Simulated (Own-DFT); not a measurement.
# Shaking the atoms of zincblende InP, 64 atoms (In32P32)

Calculated results; nothing here was measured. The program, named Own-DFT, is a retired in-house plane-wave density functional code that no person has reviewed. Each row is one single-point run on a periodic cell that was not relaxed, without spin or spin-orbit coupling.

Settings of every run: PBE; PseudoDojo norm-conserving scalar-relativistic files; cutoff 36 hartree; 3 x 3 x 3 k mesh centred on Gamma; Fermi-Dirac smearing of 0.1 eV.

Known limits: forces on such cells moved up to 12 meV/angstrom on a denser k mesh; stress not checked against mesh or cutoff.

Cell vectors in Å: (11.737, 0.000, 0.000); (0.000, 11.737, 0.000); (0.000, 0.000, 11.737). In each run every atom was moved at random and independently from its ideal site; u is the rms move along one axis. E is the free energy for each atom above the fitted value at u = 0, and F the rms of the force components.

| run | u (Å) | E (meV/atom) | F (eV/Å) | largest force (eV/Å) | P (GPa) |
|---|---|---|---|---|---|
| 1 | 0.0192 | 5.0 | 0.230 | 0.82 | 3.20 |
| 2 | 0.0201 | 5.7 | 0.245 | 0.79 | 3.21 |
| 3 | 0.0467 | 29.0 | 0.556 | 2.78 | 3.50 |
| 4 | 0.0480 | ? | ? | ? | ? |
| 5 | 0.0488 | 34.8 | 0.596 | 2.10 | 3.61 |
| 6 | 0.1001 | 113.6 | 1.029 | 4.51 | 4.34 |
| 7 | 0.1015 | 153.0 | 1.314 | 4.18 | 5.06 |
| 8 | 0.1020 | 159.9 | 1.406 | 5.80 | 5.20 |
| 9 | 0.1500 | 307.9 | 2.084 | 9.03 | 6.43 |
| 10 | 0.2115 | 541.6 | 3.072 | 12.51 | 9.49 |

## Worked fit

For small independent moves the energy grows as E = (3/2) K u², with K the mean stiffness felt by one atom. The runs with u up to 0.11 Å give K = 9.3 ± 0.5 eV/Å², with residuals divided by u² + 0.0006 Å², since the noise grows with the moves. The scatter is 4.2 meV/atom at u = 0.05 Å. The forces follow F = G u with G = 12.2 eV/Å²; no force at u = 0 is resolved. G exceeds K because the moves of its neighbours add to the force on an atom, and stiffness differs between atoms. At u = 0.212 Å the parabola gives 622 meV/atom and the run 542. The pressure follows P = 3.15 + 169 u² GPa: at fixed volume, shortened bonds push harder than stretched ones pull.

## Withheld run

Question: what energy and rms force should run 4 give?

The fit gives 32 ± 4 meV/atom and about 0.59 eV/Å. The calculation gave 31.4 meV/atom and 0.574 eV/Å.
